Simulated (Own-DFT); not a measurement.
# Response to strain: 4H SiC, 72 atoms (C36Si36)

Calculated results; nothing here was measured. They come from Own-DFT, an in-house plane-wave density functional program, since retired, whose code no person has reviewed. Each row is one single-point run on a periodic cell that was not relaxed, without spin or spin-orbit coupling.

Settings of every run: PBE; PseudoDojo norm-conserving scalar-relativistic files; cutoff 42 hartree; 4 x 4 x 3 k mesh centred on Gamma; Fermi-Dirac smearing of 0.1 eV.

Known limits: forces on such cells passed a denser k mesh, each cell not checked; stress not checked against mesh or cutoff.

Unstrained cell vectors in Å: (9.248, 0.000, 0.000); (-4.624, 8.009, 0.000); (0.000, 0.000, 10.068). The unstrained cell has measured lattice constants (interpolated for alloys), not those of this functional. That, the random moves and any unrelaxed bonds set the pressure at no strain. Each run strains this cell uniformly, with the atoms carried along. Every atom was also moved at random, by a Gaussian of width 0.05 Å on each axis. Strain is the symmetric tensor, in per cent. Stress is positive in tension, and the pressure is minus a third of its trace.

| run | e_xx (%) | e_yy (%) | e_zz (%) | e_yz (%) | e_xz (%) | e_xy (%) | s_xx (GPa) | s_yy (GPa) | s_zz (GPa) | s_yz (GPa) | s_xz (GPa) | s_xy (GPa) | P (GPa) | E (meV/atom) |
|---|---|---|---|---|---|---|---|---|---|---|---|---|---|---|
| 1 | -0.58 | -1.46 | -1.67 | 1.15 | -0.11 | -0.07 | -11.27 | -14.49 | -16.71 | 3.16 | -1.42 | -0.60 | 14.16 | 35.2 |
| 2 | -1.01 | 0.70 | 1.46 | -1.60 | -0.48 | -0.69 | -10.42 | -2.79 | 3.87 | -5.24 | -1.02 | -4.22 | 3.11 | 21.7 |
| 3 | 1.16 | 1.86 | 1.40 | 0.21 | 1.81 | 0.34 | 5.29 | 4.39 | 2.55 | 0.47 | 5.23 | 1.12 | -4.07 | 16.7 |
| 4 | -0.70 | 0.35 | 1.38 | 1.17 | 0.34 | -0.29 | -9.59 | -1.89 | 1.52 | 3.30 | 1.85 | -2.03 | 3.32 | 14.5 |
| 5 | -1.64 | -0.08 | -0.27 | -1.00 | 0.97 | 1.49 | -12.85 | -7.05 | -8.26 | -3.53 | 3.46 | 6.56 | 9.39 | 18.7 |
| 6 | -0.42 | -0.08 | 0.33 | 0.75 | 0.74 | 2.00 | -7.03 | -6.62 | -5.91 | 2.21 | 2.83 | 10.36 | 6.52 | 34.0 |
| 7 | -0.78 | -0.88 | -1.22 | 0.05 | -0.33 | -0.49 | -9.60 | -11.56 | -14.24 | 0.22 | -1.83 | -1.51 | 11.80 | 15.8 |
| 8 | -1.19 | -1.59 | -0.90 | -1.01 | -1.85 | -0.57 | -14.70 | -16.52 | -12.71 | -4.02 | -6.48 | -3.16 | 14.64 | 45.5 |
| 9 | 1.76 | 1.25 | -0.07 | 1.95 | 1.43 | 0.83 | 5.52 | 2.66 | -5.63 | 6.41 | 4.51 | 4.48 | -0.85 | 21.0 |
| 10 | 0.02 | -0.12 | -0.85 | -1.40 | 0.78 | -1.16 | -4.43 | -6.25 | -10.16 | -4.39 | 2.74 | -5.89 | 6.94 | 0.6 |
| 11 | -0.69 | 1.51 | 0.37 | -1.55 | -0.23 | -1.87 | -6.67 | 3.31 | -3.98 | -5.19 | -1.48 | -7.92 | 2.44 | 14.8 |
| 12 | 1.70 | 1.78 | -0.16 | 0.15 | 0.12 | -0.76 | 4.82 | 5.92 | -4.26 | 0.36 | 0.09 | -3.55 | -2.16 | 0.0 |
| 13 | -0.07 | -1.21 | -0.68 | -1.58 | 1.91 | 1.08 | -6.95 | -12.95 | -11.08 | -4.64 | 7.19 | 5.03 | 10.32 | 40.9 |
| 14 | 1.66 | -0.69 | 0.58 | -0.84 | -0.92 | -1.29 | 3.02 | -7.40 | -1.87 | -3.33 | -3.95 | -5.37 | 2.08 | 14.8 |
| 15 | 0.67 | 1.08 | 1.42 | 0.09 | 0.79 | -0.85 | 0.90 | 1.31 | 2.22 | 0.21 | 1.79 | -5.00 | -1.48 | 13.7 |
| 16 | -0.80 | 0.05 | 0.70 | -1.90 | -1.64 | -1.66 | -7.58 | -6.32 | -3.80 | -6.85 | -5.35 | -7.95 | 5.90 | 29.2 |
| 17 | 1.30 | -0.59 | 1.23 | 1.26 | 0.52 | 1.54 | ? | ? | ? | ? | ? | ? | ? | ? |

E is the free energy for each atom above the lowest run shown.

## Worked fit

Each stress component was fitted by least squares to a constant and the strains of the runs shown, as fractions, with shears doubled. Shear strains stay in the fit of a normal stress only where such slopes are resolved. The slopes, in GPa:

| stress | at no strain | per e_xx | per e_yy | per e_zz | scatter |
|---|---|---|---|---|---|
| s_xx | -5.0 | 525 ± 31 | 136 ± 38 | 21 ± 39 | 1.15 |
| s_yy | -5.6 | 72 ± 24 | 562 ± 30 | 26 ± 31 | 0.91 |
| s_zz | -6.2 | 48 ± 25 | 58 ± 31 | 562 ± 32 | 0.94 |

Each shear stress against twice its own strain: yz 157 ± 4, xz 171 ± 12, xy 247 ± 14 GPa. These are stiffnesses along x, y and z of the frame in which the cell vectors are given, which need not be the crystal's axes. The atoms are held to the strained lattice; where symmetry lets them move under strain, relaxing them would lower some slopes. The table should be nearly symmetric about its diagonal, and what it lacks of that shows the noise. A ninth of its sum, 223 ± 4 GPa, estimates the bulk modulus near the mean pressure of these runs, 5.1 GPa, so it lies above the value at zero pressure.

## Withheld run

Question: what normal stresses and pressure should run 17 give?

The fit gives s_xx = 1.3, s_yy = -7.7, s_zz = 1.0 and P = 1.8 GPa. The calculation gave 2.19, -5.09, 0.13 and P = 0.92 GPa.
